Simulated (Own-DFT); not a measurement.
# Computed records: Hf$_{36}$O$_{71}$ (tetragonal hafnia with one neutral oxygen vacancy, atoms displaced)

A calculation, not a measurement: plane-wave PBE and HSE06 DFT by an unreviewed code, no spin, of a simulated cell at Gamma alone, so results move with cell size and shape, stress positive in tension, energies less offsets, not probed for a lower state with spin; hafnium file: forces about 75 meV/angstrom off all-electron values; oxygen file: force components 24 meV/angstrom off all-electron in a glass; k mesh not checked against a denser one; forces and stress are PBE's, HSE06 gives the energy alone, and its difference from PBE has offsets of its own; offsets are fitted by least squares, one for each functional and potential file, so energies compare only between cells with the same atoms and settings and are not formation energies; the far tail of each file's local potential was reset to the Coulomb form; each entry is a single point on an unrelaxed cell, so the pressure reflects the starting lattice, taken from the Materials Project, from which strain is counted, and rises with the displacements; printed positions are rounded, which can move forces by about a meV/angstrom; the program is a retired in-house code; no spin-orbit coupling. Program: Own-DFT development build.

```cif
# cell vector a (Å): 10.7800 0.0000 0.0000
# cell vector b (Å): 0.0000 10.7800 0.0000
# cell vector c (Å): 0.0000 0.0000 10.4493
data_Hf36O71
_symmetry_space_group_name_H-M 'P 1'
_symmetry_Int_Tables_number 1
_cell_length_a 10.7800
_cell_length_b 10.7800
_cell_length_c 10.4493
_cell_angle_alpha 90.000
_cell_angle_beta 90.000
_cell_angle_gamma 90.000
_cell_volume 1214.30
loop_
_atom_site_label
_atom_site_type_symbol
_atom_site_fract_x
_atom_site_fract_y
_atom_site_fract_z
_atom_site_occupancy
Hf1 Hf 0.01205 0.98971 0.98796 1
Hf2 Hf 0.16456 0.16121 0.25226 1
O1 O 0.99854 0.16815 0.13721 1
O2 O 0.15742 0.00630 0.34475 1
O3 O 0.99215 0.15355 0.39773 1
O4 O 0.16390 0.99082 0.08803 1
Hf3 Hf 0.01153 0.00668 0.48751 1
Hf4 Hf 0.16376 0.16514 0.73504 1
O5 O 0.00216 0.16209 0.64549 1
O6 O 0.17262 0.02509 0.83874 1
O7 O 0.99753 0.17796 0.88703 1
O8 O 0.16612 0.99801 0.60002 1
Hf5 Hf 0.00568 0.33206 0.00065 1
Hf6 Hf 0.16563 0.48415 0.25586 1
O9 O 0.99907 0.49290 0.15139 1
O10 O 0.15610 0.34361 0.35302 1
O11 O 0.01239 0.51060 0.39679 1
O12 O 0.18019 0.32441 0.09223 1
Hf7 Hf 0.00499 0.33722 0.50629 1
Hf8 Hf 0.15912 0.50111 0.74941 1
O13 O 0.01137 0.48994 0.65660 1
O14 O 0.18324 0.32677 0.85080 1
O15 O 0.99860 0.49471 0.90219 1
O16 O 0.15494 0.34033 0.58470 1
Hf9 Hf 0.98893 0.66207 0.01078 1
Hf10 Hf 0.15610 0.85110 0.23988 1
O17 O 0.00922 0.84552 0.15458 1
O18 O 0.16294 0.67016 0.36040 1
O19 O 0.00641 0.83468 0.40151 1
O20 O 0.16067 0.66274 0.07387 1
Hf11 Hf 0.00154 0.67790 0.51792 1
Hf12 Hf 0.16128 0.84241 0.75961 1
O21 O 0.99102 0.83119 0.65902 1
O22 O 0.16795 0.67260 0.85414 1
O23 O 0.99930 0.82891 0.89960 1
O24 O 0.16207 0.66401 0.60278 1
Hf13 Hf 0.32769 0.99783 0.00739 1
Hf14 Hf 0.50304 0.15512 0.24725 1
O25 O 0.32962 0.16418 0.14820 1
O26 O 0.49933 0.99566 0.34062 1
O27 O 0.32796 0.18642 0.39641 1
O28 O 0.49644 0.99891 0.10035 1
Hf15 Hf 0.32836 0.00934 0.50559 1
Hf16 Hf 0.50208 0.18106 0.74902 1
O29 O 0.33583 0.17738 0.66252 1
O30 O 0.49271 0.00241 0.84836 1
O31 O 0.32986 0.17044 0.90844 1
O32 O 0.49347 0.99482 0.59936 1
Hf17 Hf 0.33700 0.33224 0.01713 1
Hf18 Hf 0.49968 0.49948 0.23913 1
O33 O 0.33844 0.50283 0.14440 1
O34 O 0.48771 0.34281 0.33996 1
O35 O 0.34553 0.51057 0.41382 1
O36 O 0.50853 0.32158 0.10490 1
Hf19 Hf 0.32231 0.33808 0.50817 1
Hf20 Hf 0.49117 0.49807 0.74169 1
O37 O 0.33874 0.50622 0.66410 1
O38 O 0.49775 0.32304 0.84496 1
O39 O 0.33460 0.49498 0.90011 1
O40 O 0.50754 0.32806 0.59215 1
Hf21 Hf 0.34072 0.65974 0.00755 1
Hf22 Hf 0.50095 0.82723 0.23915 1
O41 O 0.32952 0.82814 0.14481 1
O42 O 0.49405 0.68566 0.35187 1
O43 O 0.33278 0.84307 0.40054 1
O44 O 0.49494 0.66528 0.10670 1
Hf23 Hf 0.32693 0.66017 0.50009 1
Hf24 Hf 0.51030 0.83453 0.76432 1
O45 O 0.33037 0.82235 0.65840 1
O46 O 0.49319 0.66944 0.86589 1
O47 O 0.33350 0.82233 0.89824 1
O48 O 0.50952 0.68005 0.59945 1
Hf25 Hf 0.66814 0.00837 0.00334 1
Hf26 Hf 0.83461 0.16605 0.24770 1
O49 O 0.66608 0.16538 0.14331 1
O50 O 0.82803 0.02210 0.34527 1
O51 O 0.66072 0.15824 0.39700 1
O52 O 0.83918 0.01402 0.11411 1
Hf27 Hf 0.65655 0.99642 0.50152 1
Hf28 Hf 0.83245 0.16555 0.74532 1
O53 O 0.67209 0.16698 0.63644 1
O54 O 0.82410 0.99478 0.85215 1
O55 O 0.66552 0.17005 0.90141 1
O56 O 0.84790 0.00859 0.60855 1
Hf29 Hf 0.66552 0.34913 0.99905 1
Hf30 Hf 0.83188 0.50889 0.26850 1
O57 O 0.66596 0.48851 0.15465 1
O58 O 0.82522 0.34153 0.33952 1
O59 O 0.67265 0.49686 0.40450 1
Hf31 Hf 0.66164 0.33618 0.50273 1
Hf32 Hf 0.83399 0.51187 0.74972 1
O60 O 0.67366 0.51114 0.64845 1
O61 O 0.83420 0.33786 0.83822 1
O62 O 0.66229 0.49559 0.91106 1
O63 O 0.84786 0.32314 0.58477 1
Hf33 Hf 0.66674 0.66092 0.98987 1
Hf34 Hf 0.82051 0.83019 0.24994 1
O64 O 0.66016 0.82876 0.14165 1
O65 O 0.84248 0.67173 0.35088 1
O66 O 0.66277 0.83290 0.40720 1
O67 O 0.83439 0.66013 0.10452 1
Hf35 Hf 0.67432 0.65586 0.51191 1
Hf36 Hf 0.82661 0.83065 0.74921 1
O68 O 0.66463 0.83391 0.64998 1
O69 O 0.83630 0.67050 0.84769 1
O70 O 0.67081 0.83147 0.90377 1
O71 O 0.82805 0.65250 0.59113 1
_calc_first_functional 'PBE'
_calc_second_functional 'HSE06'
_calc_exact_exchange_share 0.25
_calc_screening 0.11  # 1/bohr
_calc_exchange_divergence 'Gygi-Baldereschi'
_calc_potential_files 'PseudoDojo norm-conserving, scalar-relativistic, made for PBE, standard set'
_calc_wave_cutoff 48  # hartree
_calc_occupations 'fixed'
_calc_k_mesh '1 x 1 x 1 centred on Gamma'
_calc_PBE_energy_of_cell_above_offsets '-83.949'  # eV
_calc_HSE06_less_PBE_above_offsets '0.801'  # eV
_calc_PBE_pressure 6.13  # GPa
_calc_PBE_stress_xx -8.49  # GPa
_calc_PBE_stress_yy -4.2  # GPa
_calc_PBE_stress_zz -5.7  # GPa
_calc_PBE_stress_yz 1.48  # GPa
_calc_PBE_stress_xz -0.97  # GPa
_calc_PBE_stress_xy -0.35  # GPa
```

Force:
```csv
element,x (eV/Å),y (eV/Å),z (eV/Å)
Hf,-3.964,3.225,0.202
Hf,-0.187,3.134,-1.866
O,1.617,0.855,1.395
O,1.029,-0.096,0.326
O,1.263,5.024,-1.577
O,0.288,0.724,1.668
Hf,-3.277,-2.349,3.035
Hf,-0.46,3.694,2.251
O,0.494,0.758,-0.788
O,-0.962,-5.378,2.692
O,-0.215,-1.799,0.673
O,0.457,0.236,-0.343
Hf,-0.845,-0.63,-0.545
Hf,-1.156,6.121,-2.329
O,0.455,-0.458,0.489
O,0.647,-4.551,0.79
O,-1.54,-0.935,1.55
O,-3.754,0.865,2.877
Hf,-3.994,0.13,-4.56
Hf,3.013,1.08,4.737
O,-4.467,0.742,-1.434
O,-1.472,1.346,-1.981
O,0.034,1.429,-0.26
O,5.292,-0.338,3.56
Hf,3.735,-1.321,-2.053
Hf,4.855,-4.391,3.397
O,-5.437,-0.892,-2.243
O,1.133,-0.24,-1.605
O,-0.582,0.623,0.28
O,-0.102,0.067,2.692
Hf,1.587,0.029,-3.721
Hf,2.75,-2.529,-0.73
O,0.948,-1.057,-0.569
O,-0.816,-1.043,-2.658
O,0.203,0.618,0.554
O,0.466,-0.562,0.836
Hf,3.439,0.656,-3.1
Hf,0.834,1.843,-0.171
O,-0.308,-1.184,1.589
O,-0.083,0.263,0.962
O,-0.803,-2.067,1.1
O,0.318,0.281,-0.426
Hf,2.242,-2.989,-1.134
Hf,1.021,-4.62,0.121
O,-0.601,0.342,-2.646
O,0.773,0.078,0.003
O,1.199,-1.055,0.932
O,-0.159,0.541,-0.459
Hf,1.814,-0.773,-4.361
Hf,0.188,0.5,2.163
O,-1.146,-0.71,1.298
O,0.717,-1.077,0.818
O,-0.766,-4.009,-1.302
O,-1.057,1.077,-0.634
Hf,2.858,0.024,-1.851
Hf,2.052,0.868,3.316
O,-2.857,-0.558,-2.854
O,0.433,4.686,0.842
O,1.064,0.23,0.522
O,-2.783,1.125,1.524
Hf,-2.797,0.551,-2.382
Hf,-2.159,0.882,1.685
O,-0.373,0.534,0.528
O,0.302,-3.3,-0.189
O,-0.932,0.899,1.134
O,2.877,-0.266,-0.111
Hf,0.435,6.383,0.446
Hf,-3.266,0.169,-1.162
O,-0.417,0.867,0.375
O,1.887,-1.375,-1.384
O,-0.552,2.563,1.073
O,-1.056,-1.88,0.836
Hf,0.651,1.146,-0.122
Hf,-0.666,2.059,-1.731
O,0.263,-0.452,0.811
O,-0.267,-5.777,1.827
O,-1.113,2.164,0.156
O,-0.426,-2.258,-2.611
Hf,1.282,0.851,-0.167
Hf,0.553,-0.443,0.285
O,-0.965,0.305,1.407
O,0.451,0.202,0.15
O,0.253,-0.015,-0.577
O,-1.517,-1.149,-1.291
Hf,1.721,-5.8,2.479
Hf,0.954,-1.788,-2.436
O,0.611,0.723,-0.391
O,0.693,-1.478,0.074
O,-0.484,1.424,-0.111
Hf,3.081,-2.513,-2.511
Hf,1.64,-3.335,0.497
O,-1.499,-1.863,1.259
O,-0.921,0.957,-0.502
O,0.08,3.593,-3.563
O,-3.593,0.745,1.365
Hf,-1.161,1.855,2.154
Hf,0.388,2.168,0.716
O,2.125,-0.015,0.405
O,-0.791,1.31,0.603
O,1.773,-0.243,-1.128
O,-2.048,1.082,0.788
Hf,-4.755,2.142,-3.409
Hf,-0.074,3.521,-0.015
O,1.564,0.294,0.526
O,-0.71,-1.064,0.776
O,-0.433,-0.494,-0.455
O,3.96,0.522,2.903
```
